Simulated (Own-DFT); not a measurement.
# A change of arrangement and its cost: C36Si36, 72 atoms

Calculated, not measured: single-point runs of Own-DFT, a retired in-house plane-wave DFT program that no person has reviewed, on unrelaxed cells, without spin or spin-orbit coupling.

Settings: PBE; PseudoDojo norm-conserving scalar-relativistic files; cutoff 42 hartree; 4 x 4 x 3 k mesh centred on Gamma; Fermi-Dirac smearing of 0.1 eV.

Keep in mind: forces on such cells passed a denser k mesh, each cell not checked; stress not checked against mesh or cutoff.

All cells hold the same atoms in the same cell, with vectors in Å (9.248, 0.000, 0.000); (-4.624, 8.009, 0.000); (0.000, 0.000, 10.068). Every atom was moved at random from its ideal site; u is the rms move along one axis. E is the free energy of the cell above the lowest run. The arrangements:

- A: 2H SiC
- B: 4H SiC

```
arrangement   u (Å)  E (eV)  P (GPa)
          A  0.0288   0.259     3.73
          A  0.0292   0.306     3.82
          A  0.0341   1.223     4.16
          A  0.0597   8.432     6.61
          A  0.0600   7.875     6.76
          A  0.0633   8.634     6.80
          B  0.0283   0.000     3.68
          B  0.0310   0.310     3.77
          B  0.0316   0.559     3.90
          B  0.0545   6.025     5.82
          B  0.0623   8.308     6.30
          B  0.0633   9.434     6.92
```

The question: what order do the arrangements take when the shaking is discounted?

## Solution

Fit E = a + b u², with one b for all and one a for each arrangement, and with residuals divided by u², since the noise grows with the moves. Then b = 2803 eV/Å², the scatter at u = 0.04 Å is 0.15 eV, and against A:

- B: -0.22 ± 0.07 eV (lower)

The cells share one lattice and weren't relaxed, which can shift such small differences either way.
